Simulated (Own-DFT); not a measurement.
# PBE and PBEsol under strain: C40 NbSi2, 36 atoms (Nb12Si24)

Calculated, not measured: single-point runs of Own-DFT, a retired in-house plane-wave DFT program that no person has reviewed, on unrelaxed cells, without spin or spin-orbit coupling.

Limits: forces on such cells failed a check on a denser k mesh; stress not checked against mesh or cutoff.

Each geometry was run with PBE and with PBEsol, otherwise alike: PseudoDojo norm-conserving scalar-relativistic files made for PBE; cutoff 42 hartree; 4 x 4 x 5 k mesh centred on Gamma; cold (Marzari-Vanderbilt) smearing of 0.2 eV. Unstrained cell vectors in Å: (0.000, 8.324, 0.000); (-9.613, 0.000, 0.000); (0.000, 0.000, 6.586). Each has a uniform strain, of which the change of volume is shown, and random moves of rms u per axis.

```
run  volume change (%)   u (Å)  P with PBE (GPa)  P with PBEsol (GPa)
  1              -1.07  0.0530              5.44                 1.71
  2              -2.32  0.0526              7.87                 4.11
  3               1.72  0.0459              0.35                -3.23
  4              -1.66  0.0460              6.43                 2.70
  5              -0.12  0.0512              2.52                -1.14
  6              -4.95  0.0548             13.59                 9.69
  7               2.78  0.0477             -1.94                -5.47
  8               1.71  0.0504              0.19                -3.40
  9              -1.77  0.0483              6.50                 2.76
 10              -1.31  0.0429              5.48                 1.76
 11              -0.88  0.0502              5.35                    ?
```

The question: by how much does PBEsol shrink this cell, and what belongs in the blank?

## Answer

Write v for the change of volume as a fraction. Fitted to v and u², the PBE pressure has a slope of -194 ± 8 GPa in v, with the ions held to the strained lattice. The difference PBEsol less PBE is -3.66 + 4.7 v GPa (slope ± 0.1) and averages -3.69 GPa. Divided by the mean slope of the two, 192 GPa, that makes PBEsol's volume at a given pressure, near 3 GPa, about 1.9 % smaller, or 0.64 % in lengths. At one volume PBEsol's slope is the smaller by 5 GPa, but its pressure there is lower too. If stiffness rises by about 4 GPa for each GPa, PBEsol at equal pressure is stiffer by about 10 GPa. Files made for PBEsol would give a different shift.

For run 11 the line gives 1.64 GPa. The run itself gave 1.64 GPa.
